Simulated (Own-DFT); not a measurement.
# Strain and stress in wurtzite AlGaN with randomly placed atoms, 72 atoms (Al9Ga27N36)

All numbers below are calculated, not measured. The program, named Own-DFT, is a retired in-house plane-wave density functional code that no person has reviewed. Each row is one single-point run on a periodic cell that was not relaxed, without spin or spin-orbit coupling.

Settings of every run: PBE; PseudoDojo norm-conserving scalar-relativistic files (stringent for Ga); cutoff 96 hartree; 4 x 4 x 3 k mesh centred on Gamma; Gaussian smearing of 0.01 eV.

Known limits: forces on such cells passed a denser k mesh, each cell not checked; stress not checked against mesh or cutoff.

Unstrained cell vectors in Å: (9.509, 0.000, 0.000); (-4.755, 8.235, 0.000); (0.000, 0.000, 10.268). The unstrained cell has measured lattice constants (interpolated for alloys), not those of this functional. That, the random moves and any unrelaxed bonds set the pressure at no strain. Each run strains this cell uniformly, with the atoms carried along. Every atom was also moved at random, by a Gaussian of width 0.05 Å on each axis. The random placing of the alloy's atoms differs from row to row. Strain is the symmetric tensor, in per cent. Stress is positive in tension, and the pressure is minus a third of its trace.

```
run,e_xx (%),e_yy (%),e_zz (%),s_xx (GPa),s_yy (GPa),s_zz (GPa),P (GPa),E (meV/atom)
1,2.25,2.25,0.00,3.49,4.76,-3.01,-1.75,0.0
2,2.00,2.00,0.00,3.00,3.58,-5.16,-0.47,9.2
3,2.50,2.50,0.00,5.03,4.86,-2.65,-2.41,16.0
4,1.75,1.75,0.00,1.93,1.84,-3.93,0.05,3.7
5,0.75,0.75,0.00,-1.57,-2.96,-6.44,3.66,7.4
6,-0.50,-0.50,0.00,-8.46,-8.50,-9.36,8.77,18.4
7,0.50,0.50,0.00,-5.52,-4.06,-4.95,4.84,12.2
8,-2.25,-2.25,0.00,-19.79,-20.13,-10.88,16.93,47.6
9,1.00,1.00,0.00,?,?,?,?,?
```

E is the free energy for each atom above the lowest run shown.

## Worked fit

The change of volume is close to e_xx + e_yy + e_zz. A straight line through the runs shown gives P = 7.28 - 201 x (fractional change of volume) GPa, with an error of 6 on the slope and a scatter of 0.53 GPa. The strain isn't the same on all axes and the cell isn't cubic, so the slope belongs to this path and is not the bulk modulus.

## Withheld run

Question: what pressure should run 9 give? Its volume changes by 2.01 %.

The line gives 3.2 GPa. The calculation gave 2.95 GPa.
